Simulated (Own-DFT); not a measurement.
# Two functionals across a range of volumes: C40 NbSi2, 36 atoms (Nb12Si24)

Source: density functional calculations with Own-DFT, an unreviewed in-house program that is no longer used. Nothing was measured or relaxed, and spin and spin-orbit coupling are left out.

Known weak points: forces on such cells failed a check on a denser k mesh; stress not checked against mesh or cutoff.

Each geometry was run with PBE and with PBEsol, otherwise alike: PseudoDojo norm-conserving scalar-relativistic files made for PBE; cutoff 42 hartree; 4 x 4 x 5 k mesh centred on Gamma; cold (Marzari-Vanderbilt) smearing of 0.2 eV. Unstrained cell vectors in Å: (0.000, 8.324, 0.000); (-9.613, 0.000, 0.000); (0.000, 0.000, 6.586). Each has a uniform strain, of which the change of volume is shown, and random moves of rms u per axis.

```
run  volume change (%)   u (Å)  P with PBE (GPa)  P with PBEsol (GPa)
  1               0.01  0.0590              3.23                -0.42
  2              -0.50  0.0529              3.73                 0.06
  3               0.94  0.0487              0.61                -3.01
  4              -0.15  0.0503              2.99                -0.67
  5               1.92  0.0510             -0.45                -4.02
  6              -3.17  0.0457              9.31                 5.50
  7               0.23  0.0447              2.89                -0.76
  8              -2.15  0.0509              7.39                 3.64
  9               1.46  0.0532              0.53                -3.06
 10              -2.54  0.0476              7.91                 4.15
 11              -0.09  0.0507              3.40                    ?
```

Q: by how much does PBEsol shrink this cell, and what belongs in the blank?

## Working it out

Write v for the change of volume as a fraction. Fitted to v and u², the PBE pressure has a slope of -195 ± 7 GPa in v, with the ions held to the strained lattice. The difference PBEsol less PBE is -3.66 + 4.5 v GPa (slope ± 0.1) and averages -3.67 GPa. Divided by the mean slope of the two, 193 GPa, that makes PBEsol's volume at a given pressure, near 2 GPa, about 1.9 % smaller, or 0.64 % in lengths. At one volume PBEsol's slope is the smaller by 4 GPa, but its pressure there is lower too. If stiffness rises by about 4 GPa for each GPa, PBEsol at equal pressure is stiffer by about 10 GPa. Files made for PBEsol would give a different shift.

For run 11 the line gives -0.26 GPa. Computed: -0.25 GPa.
